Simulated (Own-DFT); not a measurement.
# What a defect does to the pressure of its cell: zincblende GaAs

No measurement is shown. These are fixed-geometry runs of a retired plane-wave code named Own-DFT, which no person has reviewed; spin and spin-orbit coupling are neglected.

Method: PBE; PseudoDojo norm-conserving scalar-relativistic files; cutoff 42 hartree; 3 x 3 x 3 k mesh centred on Gamma; Fermi-Dirac smearing of 0.1 eV.

Keep in mind (not all hold for every row): not probed for a lower state with spin; forces on such cells failed a check on a denser k mesh; forces not confirmed at this smearing and k mesh; forces on such cells passed a denser k mesh, each cell not checked; stress not checked against mesh or cutoff.

All runs share one cell, with vectors in Å (11.307, 0.000, 0.000); (0.000, 11.307, 0.000); (0.000, 0.000, 11.307) and a volume of 1445.4 Å³. The atoms are randomly displaced, by u rms on each axis. The defect's site can differ from row to row.

```
               cell     formula   u (Å)  P (GPa)
          no defect    As32Ga32  0.0184     3.50
          no defect    As32Ga32  0.0215     3.52
          no defect    As32Ga32  0.0491     3.97
   two Ga vacancies    As32Ga30  0.0305     2.86
   two Ga vacancies    As32Ga30  0.0305     3.01
   two Ga vacancies    As32Ga30  0.0332     3.08
one Al on a Ga site  AlAs32Ga31  0.0463     3.93
one Al on a Ga site  AlAs32Ga31  0.0490     4.03
one Al on a Ga site  AlAs32Ga31  0.0524     4.03
one As on a Ga site    As33Ga31  0.0308        ?
one As on a Ga site    As33Ga31  0.0320     4.28
one As on a Ga site    As33Ga31  0.0506     4.61
one As on a Ga site    As33Ga31  0.0549     4.67
   two As vacancies    As30Ga32  0.0310     3.10
   two As vacancies    As30Ga32  0.0481     3.64
   two As vacancies    As30Ga32  0.0527     3.65
```

## What the rows give

P = P0 + c u² + a shift for each defect gives P0 = 3.40 GPa, c = 246 ± 28 GPa/Å² and a scatter of 0.07 GPa. The shifts, and each times the cell's volume:

- one As on a Ga site: 0.58 ± 0.07 GPa, 5.2 eV
- one Al on a Ga site: 0.00 ± 0.07 GPa, 0.0 eV (not resolved)
- two As vacancies: -0.44 ± 0.06 GPa, -3.9 eV (-2.0 eV for each of its 2 sites)
- two Ga vacancies: -0.66 ± 0.06 GPa, -6.0 eV (-3.0 eV for each of its 2 sites)

Against the defect-free cell, a freed cell would be larger where the shift is positive and smaller where it is negative (160.2 GPa Å³ is 1 eV). The atoms around the defects weren't relaxed, which would change these numbers.

## The run left out

Asked: what pressure belongs in the blank (one As on a Ga site, u = 0.0308 Å)?

The fitted form gives 4.21 ± 0.09 GPa. Computed: 4.28 GPa.
